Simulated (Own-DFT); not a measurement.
# Which defects push the lattice out? C11b WSi2

No measurement is shown. These are fixed-geometry runs of a retired plane-wave code named Own-DFT, which no person has reviewed; spin and spin-orbit coupling are neglected.

Settings: PBE; PseudoDojo norm-conserving scalar-relativistic files; cutoff 50 hartree; 5 x 5 x 5 k mesh centred on Gamma; cold (Marzari-Vanderbilt) smearing of 0.2 eV.

Limits: forces on such cells failed a check on a denser k mesh; stress not checked against mesh or cutoff.

All runs share one cell, with vectors in Å (-2.148, -5.953, 3.409); (-6.444, 2.976, 1.136); (-2.553, -2.948, -6.757) and a volume of 403.2 Å³. u is the rms random offset of the atoms per axis. The defect's site can differ from row to row.

| cell | formula | u (Å) | P (GPa) |
|---|---|---|---|
| no defect | Si20W10 | 0.0191 | 4.53 |
| no defect | Si20W10 | 0.0199 | 4.42 |
| no defect | Si20W10 | 0.0497 | 6.00 |
| one W vacancy | Si20W9 | 0.0250 | 3.51 |
| one W vacancy | Si20W9 | 0.0320 | 4.07 |
| one W vacancy | Si20W9 | 0.0461 | 4.17 |
| one W on a Si site | Si19W11 | 0.0313 | 10.08 |
| one W on a Si site | Si19W11 | 0.0476 | 11.48 |
| one W on a Si site | Si19W11 | 0.0512 | 10.89 |
| one Si on a W site | Si21W9 | 0.0335 | 6.57 |
| one Si on a W site | Si21W9 | 0.0436 | 7.62 |
| one Si on a W site | Si21W9 | 0.0496 | 6.83 |
| one Si vacancy | Si19W10 | 0.0321 | ? |
| one Si vacancy | Si19W10 | 0.0323 | 3.31 |
| one Si vacancy | Si19W10 | 0.0452 | 3.43 |
| one Si vacancy | Si19W10 | 0.0466 | 4.19 |

## What the rows give

P = P0 + c u² + a shift for each defect gives P0 = 4.37 GPa, c = 575 ± 149 GPa/Å² and a scatter of 0.40 GPa. The shifts, and each times the cell's volume:

- one W on a Si site: 5.33 ± 0.35 GPa, 13.4 eV
- one Si on a W site: 1.59 ± 0.35 GPa, 4.0 eV
- one W vacancy: -1.17 ± 0.33 GPa, -3.0 eV
- one Si vacancy: -1.73 ± 0.34 GPa, -4.4 eV

Positive is outwards. The product with the volume (160.2 GPa Å³ to the eV) is nearly free of the cell's size; divided by the bulk modulus at the cell's pressure it gives the volume that the defect adds. The atoms around the defects weren't relaxed, which would change these numbers.

## The run left out

Q: what pressure belongs in the blank (one Si vacancy, u = 0.0321 Å)?

The fit gives 3.23 ± 0.48 GPa. DFT gave 3.74 GPa.
